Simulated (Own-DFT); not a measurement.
# Computed records: Si3N4 (beta silicon nitride, atoms displaced)

All values are calculated (Own-DFT development build). A calculation, not a measurement: plane-wave PBE density functional theory by an unreviewed code, no spin, of a simulated periodic cell, stress positive in tension, free energy of the whole cell less one offset for each atom, forces on such cells passed a denser k mesh, this cell's mesh not checked; offsets are fitted by least squares, one for each functional and potential file, so energies compare only between cells with the same atoms and settings and are not formation energies; the far tail of each file's local potential was reset to the Coulomb form; each entry is a single point on an unrelaxed cell, so the pressure reflects the starting lattice, mostly measured values (interpolated for alloys), from which strain is counted, and rises with the displacements; printed positions are rounded, which can move forces by about a meV/angstrom; the program, named Own-DFT, is a retired in-house code; no spin-orbit coupling.

Settings shared by all entries: functional PBE; potential files PseudoDojo norm-conserving, scalar-relativistic, standard set; wave cutoff 42 hartree; occupations Fermi-Dirac; smearing width 0.1 eV; k mesh 3 x 3 x 3 centred on Gamma.

(1) 
```cif
# cell vector a (Å): 7.6060 0.0000 0.0000
# cell vector b (Å): -3.8030 6.5870 0.0000
# cell vector c (Å): 0.0000 0.0000 8.7270
data_Si3N4
_symmetry_space_group_name_H-M 'P 1'
_symmetry_Int_Tables_number 1
_cell_length_a 7.6060
_cell_length_b 7.6060
_cell_length_c 8.7270
_cell_angle_alpha 90.000
_cell_angle_beta 90.000
_cell_angle_gamma 120.000
_cell_volume 437.23
loop_
_atom_site_label
_atom_site_type_symbol
_atom_site_fract_x
_atom_site_fract_y
_atom_site_fract_z
_atom_site_occupancy
Si1 Si 0.17536 0.77615 0.08431 1
Si2 Si 0.24134 0.41192 0.08242 1
Si3 Si 0.60054 0.82909 0.09119 1
Si4 Si 0.83504 0.22922 0.24343 1
Si5 Si 0.77817 0.60762 0.24069 1
Si6 Si 0.40319 0.16876 0.24589 1
N1 N 0.32759 0.03367 0.07590 1
N2 N 0.97685 0.30636 0.07906 1
N3 N 0.68684 0.66016 0.07706 1
N4 N 0.68413 0.97855 0.25140 1
N5 N 0.03533 0.69000 0.25995 1
N6 N 0.29724 0.33735 0.25420 1
N7 N 0.33519 0.68291 0.08226 1
N8 N 0.67303 0.33759 0.25029 1
Si7 Si 0.17948 0.76188 0.42351 1
Si8 Si 0.22555 0.39558 0.42868 1
Si9 Si 0.60305 0.83489 0.40891 1
Si10 Si 0.82594 0.23097 0.59247 1
Si11 Si 0.76541 0.59677 0.59120 1
Si12 Si 0.38950 0.16458 0.59512 1
N9 N 0.33019 0.04211 0.41353 1
N10 N 0.97314 0.30425 0.41247 1
N11 N 0.70231 0.67459 0.42213 1
N12 N 0.66025 0.96173 0.58138 1
N13 N 0.04130 0.69332 0.58328 1
N14 N 0.30109 0.33615 0.58106 1
N15 N 0.32029 0.66057 0.41688 1
N16 N 0.65648 0.31923 0.58081 1
Si13 Si 0.18039 0.77541 0.75287 1
Si14 Si 0.23167 0.41117 0.75265 1
Si15 Si 0.59678 0.82367 0.75159 1
Si16 Si 0.81369 0.22965 0.91367 1
Si17 Si 0.77628 0.59845 0.90870 1
Si18 Si 0.39260 0.16174 0.91846 1
N17 N 0.33307 0.04208 0.73846 1
N18 N 0.97674 0.30712 0.74296 1
N19 N 0.70697 0.66542 0.75295 1
N20 N 0.66697 0.97630 0.92333 1
N21 N 0.02522 0.68723 0.91421 1
N22 N 0.30583 0.33788 0.91464 1
N23 N 0.33367 0.66098 0.74418 1
N24 N 0.66901 0.34213 0.91695 1
_calc_free_energy_of_cell_above_offsets '-2.409'  # eV
_calc_pressure 8.19  # GPa
_calc_stress_xx -5.77  # GPa
_calc_stress_yy -6.55  # GPa
_calc_stress_zz -12.25  # GPa
_calc_stress_yz 3.85  # GPa
_calc_stress_xz -2.12  # GPa
_calc_stress_xy 1.72  # GPa
```

Force:
| element | x (eV/Å) | y (eV/Å) | z (eV/Å) |
| --- | --- | --- | --- |
| Si | -0.387 | -2.268 | 1.051 |
| Si | -1.465 | 0.968 | 1.104 |
| Si | -1.54 | -0.281 | -1.694 |
| Si | -1.249 | 3.642 | 1.32 |
| Si | 0.344 | -2.782 | 3.076 |
| Si | 0.106 | 3.783 | 1.457 |
| N | -0.443 | -1.618 | 2.141 |
| N | -0.165 | -0.569 | -1.118 |
| N | 0.909 | 1.031 | -0.058 |
| N | -0.223 | -1.664 | -1.154 |
| N | -1.339 | 1.204 | -3.047 |
| N | 1.704 | -1.152 | -1.083 |
| N | 2.101 | -1.244 | -0.057 |
| N | -0.431 | -0.643 | -0.881 |
| Si | -1.848 | 2.67 | -1.301 |
| Si | -1.402 | 2.427 | -4.524 |
| Si | -1.613 | -2.874 | 2.789 |
| Si | -1.353 | -0.463 | -4.434 |
| Si | 2.744 | -2.465 | -3.905 |
| Si | 1.392 | 6.741 | -10.82 |
| N | -0.145 | -3.105 | 1.372 |
| N | -1.151 | -1.505 | 1.817 |
| N | 0.516 | 0.185 | -1.541 |
| N | 0.69 | 1.345 | 1.372 |
| N | -2.976 | -0.252 | 2.343 |
| N | 1.647 | -1.29 | 4.185 |
| N | 5.469 | 0.328 | -0.235 |
| N | -0.264 | 2.19 | 1.037 |
| Si | 0.497 | -1.624 | -1.524 |
| Si | 0.877 | -1.197 | -0.982 |
| Si | -0.503 | 0.014 | -0.229 |
| Si | 2.186 | 2.455 | 0.551 |
| Si | -0.985 | -1.8 | 3.005 |
| Si | 1.109 | 5.049 | -2.909 |
| N | -0.326 | -6.937 | 9.974 |
| N | -0.888 | -1.002 | 2.976 |
| N | -3.029 | 2.493 | -0.346 |
| N | 0.295 | -1.92 | -1.446 |
| N | 1.908 | 2.368 | 0.725 |
| N | 0.497 | -0.953 | 0.148 |
| N | -0.204 | 3.064 | 1.062 |
| N | -1.063 | -2.347 | -0.213 |

(2) 
```cif
# cell vector a (Å): 7.6060 0.0000 0.0000
# cell vector b (Å): -3.8030 6.5870 0.0000
# cell vector c (Å): 0.0000 0.0000 8.7270
data_Si3N4
_symmetry_space_group_name_H-M 'P 1'
_symmetry_Int_Tables_number 1
_cell_length_a 7.6060
_cell_length_b 7.6060
_cell_length_c 8.7270
_cell_angle_alpha 90.000
_cell_angle_beta 90.000
_cell_angle_gamma 120.000
_cell_volume 437.23
loop_
_atom_site_label
_atom_site_type_symbol
_atom_site_fract_x
_atom_site_fract_y
_atom_site_fract_z
_atom_site_occupancy
Si1 Si 0.18837 0.78943 0.08327 1
Si2 Si 0.23331 0.39740 0.08132 1
Si3 Si 0.58601 0.81772 0.08347 1
Si4 Si 0.82148 0.22417 0.25646 1
Si5 Si 0.78305 0.60952 0.25217 1
Si6 Si 0.40275 0.17691 0.24942 1
N1 N 0.32669 0.01608 0.07937 1
N2 N 0.97655 0.30305 0.08116 1
N3 N 0.71175 0.66977 0.07931 1
N4 N 0.66845 0.96906 0.25600 1
N5 N 0.03604 0.70118 0.24848 1
N6 N 0.29725 0.32916 0.24781 1
N7 N 0.33117 0.65224 0.07626 1
N8 N 0.66643 0.34073 0.25192 1
Si7 Si 0.16243 0.76610 0.41343 1
Si8 Si 0.23076 0.39265 0.41105 1
Si9 Si 0.59499 0.82824 0.40973 1
Si10 Si 0.83042 0.23348 0.58702 1
Si11 Si 0.76307 0.59324 0.58908 1
Si12 Si 0.40304 0.17380 0.57046 1
N9 N 0.33210 0.03528 0.41564 1
N10 N 0.96401 0.30686 0.41847 1
N11 N 0.70845 0.67576 0.40880 1
N12 N 0.66846 0.96734 0.58634 1
N13 N 0.02621 0.70105 0.58017 1
N14 N 0.31534 0.34711 0.58072 1
N15 N 0.34489 0.67911 0.41705 1
N16 N 0.66701 0.32748 0.58297 1
Si13 Si 0.17399 0.76397 0.74942 1
Si14 Si 0.23270 0.40756 0.75010 1
Si15 Si 0.61064 0.82992 0.75238 1
Si16 Si 0.82010 0.22168 0.92521 1
Si17 Si 0.77345 0.60336 0.92178 1
Si18 Si 0.41337 0.18937 0.90905 1
N17 N 0.31584 0.01697 0.74688 1
N18 N 0.96314 0.29438 0.74336 1
N19 N 0.69669 0.66370 0.74176 1
N20 N 0.66526 0.96607 0.90779 1
N21 N 0.02288 0.70038 0.92105 1
N22 N 0.30867 0.33882 0.91924 1
N23 N 0.33065 0.66243 0.75142 1
N24 N 0.66265 0.33867 0.91260 1
_calc_free_energy_of_cell_above_offsets '-3.114'  # eV
_calc_pressure 8.63  # GPa
_calc_stress_xx -5.87  # GPa
_calc_stress_yy -9.87  # GPa
_calc_stress_zz -10.15  # GPa
_calc_stress_yz -2.33  # GPa
_calc_stress_xz 1  # GPa
_calc_stress_xy -0.93  # GPa
```

Force:
| element | x (eV/Å) | y (eV/Å) | z (eV/Å) |
| --- | --- | --- | --- |
| Si | -0.88 | -10.54 | -0.778 |
| Si | -1.58 | 1.216 | 0.171 |
| Si | 0.999 | -0.009 | -0.329 |
| Si | -0.964 | 2.361 | -1.503 |
| Si | -0.142 | -2.4 | -1.453 |
| Si | 2.03 | -0.32 | -0.783 |
| N | 0.921 | 10.71 | 0.272 |
| N | -1.387 | -1.587 | 1.351 |
| N | -3.353 | 2.224 | 2.905 |
| N | 0.129 | 0.58 | -3.87 |
| N | 0.151 | 0.494 | -1.169 |
| N | 0.755 | -1.076 | -0.672 |
| N | -1.139 | 2.477 | 0.64 |
| N | 0.67 | -0.974 | -0.45 |
| Si | 3.283 | 0.518 | 1.647 |
| Si | -2.57 | 3.777 | 1.961 |
| Si | 0.802 | -1.098 | 4.118 |
| Si | -2.177 | -1.724 | -1.724 |
| Si | 1.957 | -1.62 | -4.199 |
| Si | 1.111 | 0.635 | 4.364 |
| N | -0.781 | -1.916 | -2.353 |
| N | 2.487 | 0.143 | -0.362 |
| N | -0.967 | 0.534 | 2.306 |
| N | 0.589 | 0.617 | -1.293 |
| N | -0.046 | -0.21 | 0.657 |
| N | 0.14 | -1.365 | 0.044 |
| N | -2.521 | -3.043 | -0.577 |
| N | -1.305 | 0.911 | 0.028 |
| Si | -0.697 | -1.036 | 0.211 |
| Si | -0.86 | 0.038 | -0.476 |
| Si | -2.923 | -2.005 | -3.236 |
| Si | -0.582 | 2.251 | -2.58 |
| Si | 0.671 | -2.027 | -3.326 |
| Si | -0.047 | -3.919 | -0.45 |
| N | 0.131 | 4.04 | -0.181 |
| N | 2.407 | 0.941 | 4.108 |
| N | -0.629 | 0.805 | 4.271 |
| N | 0.268 | 0.542 | 4.211 |
| N | 2.67 | 1.143 | -0.657 |
| N | -0.101 | -0.793 | -1.532 |
| N | 1.019 | 0.969 | 0.13 |
| N | 2.462 | -0.263 | 0.56 |

(3) 
```cif
# cell vector a (Å): 7.6060 0.0000 0.0000
# cell vector b (Å): -3.8030 6.5870 0.0000
# cell vector c (Å): 0.0000 0.0000 8.7270
data_Si3N4
_symmetry_space_group_name_H-M 'P 1'
_symmetry_Int_Tables_number 1
_cell_length_a 7.6060
_cell_length_b 7.6060
_cell_length_c 8.7270
_cell_angle_alpha 90.000
_cell_angle_beta 90.000
_cell_angle_gamma 120.000
_cell_volume 437.23
loop_
_atom_site_label
_atom_site_type_symbol
_atom_site_fract_x
_atom_site_fract_y
_atom_site_fract_z
_atom_site_occupancy
Si1 Si 0.17361 0.76681 0.08522 1
Si2 Si 0.24177 0.40657 0.08178 1
Si3 Si 0.59375 0.81468 0.08486 1
Si4 Si 0.83121 0.23729 0.24655 1
Si5 Si 0.76490 0.58921 0.24329 1
Si6 Si 0.39990 0.17229 0.25098 1
N1 N 0.33721 0.03619 0.07713 1
N2 N 0.95520 0.28099 0.08917 1
N3 N 0.68296 0.65628 0.07131 1
N4 N 0.66982 0.97398 0.24923 1
N5 N 0.02850 0.69186 0.26596 1
N6 N 0.30987 0.33688 0.24640 1
N7 N 0.31873 0.64726 0.08884 1
N8 N 0.68302 0.35368 0.24867 1
Si7 Si 0.18041 0.77765 0.40739 1
Si8 Si 0.22468 0.39769 0.41389 1
Si9 Si 0.59595 0.82713 0.41050 1
Si10 Si 0.80977 0.22133 0.59196 1
Si11 Si 0.77591 0.60310 0.59859 1
Si12 Si 0.41270 0.17396 0.58027 1
N9 N 0.33924 0.03357 0.42144 1
N10 N 0.97423 0.30946 0.42587 1
N11 N 0.69061 0.65106 0.41404 1
N12 N 0.66827 0.97278 0.57970 1
N13 N 0.03357 0.70282 0.57701 1
N14 N 0.28287 0.31722 0.58933 1
N15 N 0.32442 0.66677 0.42043 1
N16 N 0.65795 0.32613 0.57472 1
Si13 Si 0.15879 0.76457 0.75013 1
Si14 Si 0.23912 0.40929 0.74959 1
Si15 Si 0.59753 0.82576 0.73890 1
Si16 Si 0.83736 0.23921 0.91340 1
Si17 Si 0.76305 0.59733 0.91979 1
Si18 Si 0.40256 0.17099 0.92418 1
N17 N 0.32876 0.02289 0.74475 1
N18 N 0.96262 0.29687 0.75187 1
N19 N 0.69531 0.66924 0.75858 1
N20 N 0.67470 0.97343 0.91696 1
N21 N 0.03562 0.68609 0.91236 1
N22 N 0.29528 0.33035 0.90985 1
N23 N 0.33368 0.67856 0.74286 1
N24 N 0.67316 0.33507 0.92390 1
_calc_free_energy_of_cell_above_offsets '-2.059'  # eV
_calc_pressure 8.31  # GPa
_calc_stress_xx -5.89  # GPa
_calc_stress_yy -8.42  # GPa
_calc_stress_zz -10.62  # GPa
_calc_stress_yz 0.86  # GPa
_calc_stress_xz 1.13  # GPa
_calc_stress_xy 2.33  # GPa
```

Force:
| element | x (eV/Å) | y (eV/Å) | z (eV/Å) |
| --- | --- | --- | --- |
| Si | 0.392 | -0.797 | 0.13 |
| Si | -2.571 | -2.91 | -0.447 |
| Si | -2.989 | 3.02 | -1.386 |
| Si | -1.462 | -0.013 | 3.826 |
| Si | -0.447 | 3.263 | 1.827 |
| Si | 2.739 | 1.428 | 0.149 |
| N | -0.744 | -3.35 | 4.259 |
| N | 4.437 | 2.474 | -3.018 |
| N | 0.829 | 0.409 | 4.152 |
| N | 0.048 | -1.099 | -0.555 |
| N | -1.934 | 0.481 | -6.685 |
| N | -0.301 | -0.786 | 0.794 |
| N | 0.566 | 4.649 | -0.14 |
| N | -0.711 | -6.94 | -0.247 |
| Si | 1.176 | -0.565 | 4.878 |
| Si | 0.214 | 1.893 | 1.836 |
| Si | -0.401 | -1.904 | 1.062 |
| Si | 1.911 | 3.154 | -1.801 |
| Si | 0.265 | -2.178 | -4.57 |
| Si | -3.102 | -0.255 | 2.637 |
| N | -0.513 | -0.157 | -3.032 |
| N | -1.899 | -1.978 | -1.492 |
| N | -1.549 | 2.193 | 1.096 |
| N | 0.576 | -2.228 | -0.786 |
| N | -1.45 | -0.057 | 1.202 |
| N | 1.932 | -0.303 | -2.372 |
| N | 2.825 | -0.044 | -0.821 |
| N | 1.513 | 3.049 | 1.288 |
| Si | 3.569 | 1.517 | -2.618 |
| Si | -2.997 | 1.492 | -1.282 |
| Si | -2.676 | 1.052 | 3.159 |
| Si | -2.037 | -2.058 | 2.581 |
| Si | 3.544 | -2.574 | -1.777 |
| Si | 1.375 | 2.066 | -5.828 |
| N | -0.435 | 1.515 | 1.8 |
| N | 1.985 | 1.248 | -1.38 |
| N | 0.512 | -0.018 | -1.465 |
| N | 0.033 | -1.553 | -0.483 |
| N | -3.219 | -0.257 | 3.22 |
| N | 1.628 | -0.981 | 2.394 |
| N | 1.173 | -2.267 | 0.538 |
| N | -1.805 | 0.367 | -0.641 |

(4) 
```cif
# cell vector a (Å): 7.6060 0.0000 0.0000
# cell vector b (Å): -3.8030 6.5870 0.0000
# cell vector c (Å): 0.0000 0.0000 8.7270
data_Si3N4
_symmetry_space_group_name_H-M 'P 1'
_symmetry_Int_Tables_number 1
_cell_length_a 7.6060
_cell_length_b 7.6060
_cell_length_c 8.7270
_cell_angle_alpha 90.000
_cell_angle_beta 90.000
_cell_angle_gamma 120.000
_cell_volume 437.23
loop_
_atom_site_label
_atom_site_type_symbol
_atom_site_fract_x
_atom_site_fract_y
_atom_site_fract_z
_atom_site_occupancy
Si1 Si 0.16464 0.76523 0.07952 1
Si2 Si 0.24039 0.40556 0.06937 1
Si3 Si 0.58746 0.81980 0.08300 1
Si4 Si 0.82129 0.22039 0.24613 1
Si5 Si 0.77442 0.59212 0.25561 1
Si6 Si 0.40439 0.17875 0.25984 1
N1 N 0.33381 0.03724 0.08847 1
N2 N 0.96450 0.30061 0.08180 1
N3 N 0.69205 0.67143 0.09675 1
N4 N 0.67101 0.96605 0.25328 1
N5 N 0.02656 0.70272 0.24077 1
N6 N 0.29186 0.33262 0.26004 1
N7 N 0.33732 0.68357 0.08352 1
N8 N 0.66241 0.33197 0.24925 1
Si7 Si 0.17413 0.76982 0.42225 1
Si8 Si 0.22846 0.39132 0.42723 1
Si9 Si 0.59211 0.82379 0.42124 1
Si10 Si 0.82974 0.22755 0.57365 1
Si11 Si 0.76460 0.58471 0.58272 1
Si12 Si 0.39603 0.17131 0.58728 1
N9 N 0.32338 0.02898 0.41959 1
N10 N 0.96124 0.31372 0.41272 1
N11 N 0.70815 0.66936 0.41670 1
N12 N 0.67274 0.96563 0.58341 1
N13 N 0.03588 0.70153 0.58916 1
N14 N 0.28941 0.32468 0.57479 1
N15 N 0.32569 0.66648 0.41577 1
N16 N 0.66313 0.32356 0.58121 1
Si13 Si 0.17396 0.76215 0.74625 1
Si14 Si 0.22111 0.39160 0.75483 1
Si15 Si 0.59139 0.82399 0.75693 1
Si16 Si 0.82636 0.22535 0.91965 1
Si17 Si 0.77316 0.59423 0.91084 1
Si18 Si 0.39185 0.16227 0.91393 1
N17 N 0.34010 0.02435 0.75658 1
N18 N 0.97061 0.30052 0.74711 1
N19 N 0.69591 0.66823 0.75604 1
N20 N 0.66452 0.96144 0.91621 1
N21 N 0.03091 0.68702 0.91846 1
N22 N 0.27953 0.32097 0.92372 1
N23 N 0.33614 0.66997 0.75929 1
N24 N 0.66194 0.32608 0.91480 1
_calc_free_energy_of_cell_above_offsets '-3.360'  # eV
_calc_pressure 8.21  # GPa
_calc_stress_xx -7.41  # GPa
_calc_stress_yy -4.1  # GPa
_calc_stress_zz -13.11  # GPa
_calc_stress_yz -1.43  # GPa
_calc_stress_xz -0.32  # GPa
_calc_stress_xy 0.14  # GPa
```

Force:
| element | x (eV/Å) | y (eV/Å) | z (eV/Å) |
| --- | --- | --- | --- |
| Si | 1.906 | 1.983 | 1.43 |
| Si | -5.108 | 3.962 | 9.936 |
| Si | 0.661 | 1.478 | 1.179 |
| Si | -1.263 | 1.607 | 0.276 |
| Si | -1.57 | -0.547 | -1.655 |
| Si | -0.201 | 0.262 | -2.012 |
| N | -0.886 | -1.201 | -0.55 |
| N | 2.017 | 0.483 | 0.147 |
| N | 2.049 | -1.504 | -2.65 |
| N | -0.153 | -0.412 | -0.168 |
| N | 1.108 | 0.429 | 2.862 |
| N | 1.248 | -0.9 | -2.737 |
| N | -0.528 | -3.842 | -0.395 |
| N | 0.95 | -0.421 | 0.253 |
| Si | -0.343 | -0.704 | -2.418 |
| Si | -5.691 | 4.54 | -6.584 |
| Si | -0.016 | -1.16 | -1.279 |
| Si | -1.789 | -0.482 | 2.188 |
| Si | 0.094 | 0.533 | 0.734 |
| Si | 2.331 | -0.376 | -0.393 |
| N | -0.128 | 0.031 | 0.961 |
| N | 2.508 | -0.012 | -0.2 |
| N | -1.225 | 0.48 | 1.597 |
| N | 0.124 | 0.236 | 1.052 |
| N | -2.282 | -0.971 | -1.343 |
| N | 2.951 | -1.921 | 7.618 |
| N | 2.028 | -1.006 | 0.816 |
| N | -0.986 | 0.507 | 0.359 |
| Si | 0.759 | 0.106 | 2.603 |
| Si | -0.229 | 3.084 | -1.501 |
| Si | 0.282 | 0.036 | -1.954 |
| Si | -1.812 | -0.086 | -1.318 |
| Si | -0.871 | -1.49 | 3.369 |
| Si | 2.061 | 2.029 | 3.245 |
| N | -1.551 | -0.31 | -2.4 |
| N | -0.909 | -1 | 0.009 |
| N | 0.571 | -0.512 | -2.069 |
| N | 0.628 | 1.989 | 1.083 |
| N | -1.13 | 0.386 | -2.238 |
| N | 4.759 | -3.285 | -6.836 |
| N | 0.295 | -2.714 | -0.749 |
| N | -0.659 | 0.698 | -0.265 |

(5) 
```cif
# cell vector a (Å): 7.6060 0.0000 0.0000
# cell vector b (Å): -3.8030 6.5870 0.0000
# cell vector c (Å): 0.0000 0.0000 8.7270
data_Si3N4
_symmetry_space_group_name_H-M 'P 1'
_symmetry_Int_Tables_number 1
_cell_length_a 7.6060
_cell_length_b 7.6060
_cell_length_c 8.7270
_cell_angle_alpha 90.000
_cell_angle_beta 90.000
_cell_angle_gamma 120.000
_cell_volume 437.23
loop_
_atom_site_label
_atom_site_type_symbol
_atom_site_fract_x
_atom_site_fract_y
_atom_site_fract_z
_atom_site_occupancy
Si1 Si 0.16954 0.77876 0.09292 1
Si2 Si 0.22899 0.39967 0.07814 1
Si3 Si 0.59841 0.83215 0.07834 1
Si4 Si 0.83379 0.23071 0.25381 1
Si5 Si 0.77881 0.60250 0.25171 1
Si6 Si 0.40353 0.18779 0.23962 1
N1 N 0.33145 0.03542 0.08231 1
N2 N 0.97042 0.29551 0.09094 1
N3 N 0.70098 0.67208 0.09433 1
N4 N 0.67812 0.96725 0.25050 1
N5 N 0.04591 0.72095 0.25240 1
N6 N 0.30415 0.33238 0.24877 1
N7 N 0.33343 0.67671 0.08462 1
N8 N 0.65347 0.33431 0.24554 1
Si7 Si 0.17545 0.77500 0.41869 1
Si8 Si 0.23143 0.41140 0.42012 1
Si9 Si 0.58846 0.82678 0.41048 1
Si10 Si 0.81844 0.23209 0.58671 1
Si11 Si 0.77376 0.60134 0.57587 1
Si12 Si 0.41157 0.17100 0.59042 1
N9 N 0.32878 0.02261 0.41436 1
N10 N 0.96973 0.29399 0.42450 1
N11 N 0.70134 0.67422 0.41342 1
N12 N 0.67770 0.98837 0.58758 1
N13 N 0.03664 0.68773 0.58793 1
N14 N 0.30225 0.33545 0.57646 1
N15 N 0.31686 0.66141 0.41760 1
N16 N 0.67164 0.32517 0.57613 1
Si13 Si 0.17748 0.77513 0.75064 1
Si14 Si 0.22657 0.40542 0.74789 1
Si15 Si 0.60182 0.82136 0.74894 1
Si16 Si 0.83304 0.24129 0.91516 1
Si17 Si 0.76801 0.59939 0.91491 1
Si18 Si 0.40164 0.16905 0.91655 1
N17 N 0.32562 0.01725 0.75727 1
N18 N 0.96364 0.28482 0.75523 1
N19 N 0.69222 0.66159 0.74748 1
N20 N 0.66392 0.97601 0.91003 1
N21 N 0.02862 0.69510 0.92872 1
N22 N 0.30095 0.34248 0.92186 1
N23 N 0.32874 0.67081 0.74687 1
N24 N 0.66552 0.32752 0.91676 1
_calc_free_energy_of_cell_above_offsets '-3.584'  # eV
_calc_pressure 7.9  # GPa
_calc_stress_xx -7.73  # GPa
_calc_stress_yy -7.93  # GPa
_calc_stress_zz -8.05  # GPa
_calc_stress_yz 0.54  # GPa
_calc_stress_xz 0.78  # GPa
_calc_stress_xy 0.5  # GPa
```

Force:
| element | x (eV/Å) | y (eV/Å) | z (eV/Å) |
| --- | --- | --- | --- |
| Si | 3.471 | -0.257 | -2.946 |
| Si | -1.513 | 3.484 | 3.857 |
| Si | -1.045 | -0.726 | 0.579 |
| Si | -2.498 | -0.23 | 0.841 |
| Si | -0.065 | -1.31 | -0.233 |
| Si | 1.704 | -2.916 | 2.6 |
| N | -0.517 | -0.113 | -0.12 |
| N | -0.148 | 0.137 | -1.875 |
| N | -0.232 | 0.526 | -3.348 |
| N | -0.417 | 1.153 | -0.837 |
| N | -3.621 | -2.345 | 1.897 |
| N | -3.405 | 1.804 | 0.373 |
| N | 0.387 | -1.192 | -0.037 |
| N | 4.465 | 1.487 | 0.488 |
| Si | 0.305 | -0.739 | 0.74 |
| Si | 0.003 | -1.162 | -2.014 |
| Si | -0.745 | 0.123 | 2.044 |
| Si | 4.211 | 1.13 | 0.09 |
| Si | 0.702 | -1.758 | 1.038 |
| Si | -0.974 | -0.259 | -2.466 |
| N | 0.02 | 3.55 | 0.743 |
| N | -0.288 | 0.375 | -1.012 |
| N | -0.028 | 0.273 | 1.065 |
| N | -0.19 | -6.63 | -0.949 |
| N | -2.603 | 0.141 | -0.84 |
| N | 1.793 | -1.241 | 2.957 |
| N | 3.034 | 1.481 | -0.147 |
| N | -4.498 | 3.537 | 0.516 |
| Si | -0.271 | -4.02 | 1.884 |
| Si | 0.092 | 0.958 | -0.09 |
| Si | -3.492 | 2.038 | -0.526 |
| Si | -0.847 | -1.646 | 2.188 |
| Si | 0.679 | -1.567 | 2.178 |
| Si | 0.289 | 1.619 | 0.494 |
| N | -0.45 | 4.769 | -1.137 |
| N | 1.374 | 1.498 | -1.786 |
| N | 1.434 | -0.321 | -0.516 |
| N | 1.065 | -0.703 | 1.032 |
| N | -0.782 | 0.364 | -2.373 |
| N | 2.794 | -2.189 | -3.927 |
| N | 2.296 | -0.89 | 0.06 |
| N | -1.488 | 1.764 | -0.486 |

(6) 
```cif
# cell vector a (Å): 7.6060 0.0000 0.0000
# cell vector b (Å): -3.8030 6.5870 0.0000
# cell vector c (Å): 0.0000 0.0000 8.7270
data_Si3N4
_symmetry_space_group_name_H-M 'P 1'
_symmetry_Int_Tables_number 1
_cell_length_a 7.6060
_cell_length_b 7.6060
_cell_length_c 8.7270
_cell_angle_alpha 90.000
_cell_angle_beta 90.000
_cell_angle_gamma 120.000
_cell_volume 437.23
loop_
_atom_site_label
_atom_site_type_symbol
_atom_site_fract_x
_atom_site_fract_y
_atom_site_fract_z
_atom_site_occupancy
Si1 Si 0.16845 0.76030 0.08045 1
Si2 Si 0.22441 0.40216 0.08758 1
Si3 Si 0.59486 0.82743 0.08271 1
Si4 Si 0.83077 0.23534 0.24077 1
Si5 Si 0.76451 0.58855 0.25586 1
Si6 Si 0.39702 0.17472 0.25474 1
N1 N 0.34089 0.03440 0.08203 1
N2 N 0.96630 0.29775 0.07014 1
N3 N 0.70607 0.67301 0.08485 1
N4 N 0.67085 0.98511 0.25739 1
N5 N 0.03405 0.69886 0.25125 1
N6 N 0.30201 0.33361 0.25587 1
N7 N 0.33101 0.66810 0.07848 1
N8 N 0.66201 0.32947 0.25506 1
Si7 Si 0.17009 0.77733 0.41346 1
Si8 Si 0.22654 0.40922 0.41530 1
Si9 Si 0.60007 0.83026 0.41527 1
Si10 Si 0.82417 0.22701 0.58044 1
Si11 Si 0.77199 0.59543 0.57882 1
Si12 Si 0.40930 0.16864 0.57253 1
N9 N 0.33818 0.04187 0.41246 1
N10 N 0.98536 0.31432 0.41578 1
N11 N 0.69496 0.66554 0.41652 1
N12 N 0.65674 0.95484 0.58328 1
N13 N 0.01877 0.69593 0.57975 1
N14 N 0.28949 0.33378 0.59217 1
N15 N 0.32746 0.66914 0.42404 1
N16 N 0.66792 0.33293 0.58285 1
Si13 Si 0.18291 0.77905 0.74912 1
Si14 Si 0.23678 0.40062 0.75043 1
Si15 Si 0.61002 0.83177 0.74872 1
Si16 Si 0.84291 0.23294 0.92204 1
Si17 Si 0.78683 0.60498 0.91499 1
Si18 Si 0.41126 0.17642 0.92530 1
N17 N 0.32826 0.03510 0.74589 1
N18 N 0.95858 0.29851 0.73959 1
N19 N 0.69322 0.66533 0.75025 1
N20 N 0.65735 0.96742 0.91906 1
N21 N 0.02261 0.68606 0.91416 1
N22 N 0.29971 0.33782 0.91627 1
N23 N 0.32702 0.66487 0.74941 1
N24 N 0.66535 0.32863 0.91924 1
_calc_free_energy_of_cell_above_offsets '-2.967'  # eV
_calc_pressure 8.24  # GPa
_calc_stress_xx -8.4  # GPa
_calc_stress_yy -4.85  # GPa
_calc_stress_zz -11.48  # GPa
_calc_stress_yz -0.32  # GPa
_calc_stress_xz -1.57  # GPa
_calc_stress_xy -2.11  # GPa
```

Force:
| element | x (eV/Å) | y (eV/Å) | z (eV/Å) |
| --- | --- | --- | --- |
| Si | 0.389 | 1.733 | 0.178 |
| Si | 1.868 | 1.588 | -1.339 |
| Si | -0.159 | -0.529 | 0.877 |
| Si | -1.168 | 1.3 | 2.547 |
| Si | 0.279 | 0.237 | -1.686 |
| Si | 2.089 | 0.965 | -3.214 |
| N | -1.35 | -2.251 | 2.03 |
| N | 3.554 | 1.862 | 7.162 |
| N | -0.14 | 0.443 | 0.277 |
| N | 0.703 | -2.576 | -1.825 |
| N | -1.645 | -0.443 | -1.192 |
| N | -1.071 | 0.18 | -1.449 |
| N | 0.635 | -0.977 | 0.903 |
| N | 0.647 | 0.585 | -0.39 |
| Si | 1.841 | -1.104 | 1.727 |
| Si | 2.954 | 2.094 | 2.743 |
| Si | -1.884 | -1.799 | 0.043 |
| Si | -0.715 | -0.166 | -1.186 |
| Si | -2.184 | -1.486 | 1.622 |
| Si | -1.554 | 3.267 | 4.375 |
| N | -0.813 | -3.735 | 0.194 |
| N | -4.975 | -3.142 | -1.324 |
| N | -0.263 | 0.52 | -0.293 |
| N | 0.747 | 3.73 | -0.859 |
| N | 2.917 | 2.422 | 0.227 |
| N | 3.899 | -2.383 | -5.226 |
| N | 0.994 | 1.392 | -1.197 |
| N | -0.29 | -0.305 | -0.576 |
| Si | -0.059 | -2.042 | -0.837 |
| Si | -3.947 | 2.587 | 1.194 |
| Si | -3.378 | -2.087 | 1.644 |
| Si | -6.607 | -2.313 | -8.419 |
| Si | -5.656 | -3.945 | 0.184 |
| Si | -0.52 | 1.26 | -3.171 |
| N | -0.044 | 0.282 | 0.704 |
| N | 2.64 | 0.33 | 3.44 |
| N | 2.103 | -0.349 | -0.139 |
| N | 1.437 | 1.216 | -0.505 |
| N | 4.422 | 2.85 | 0.058 |
| N | 1.316 | -1.72 | 2.235 |
| N | 1.445 | 0.627 | 0.277 |
| N | 1.547 | 1.884 | 0.188 |
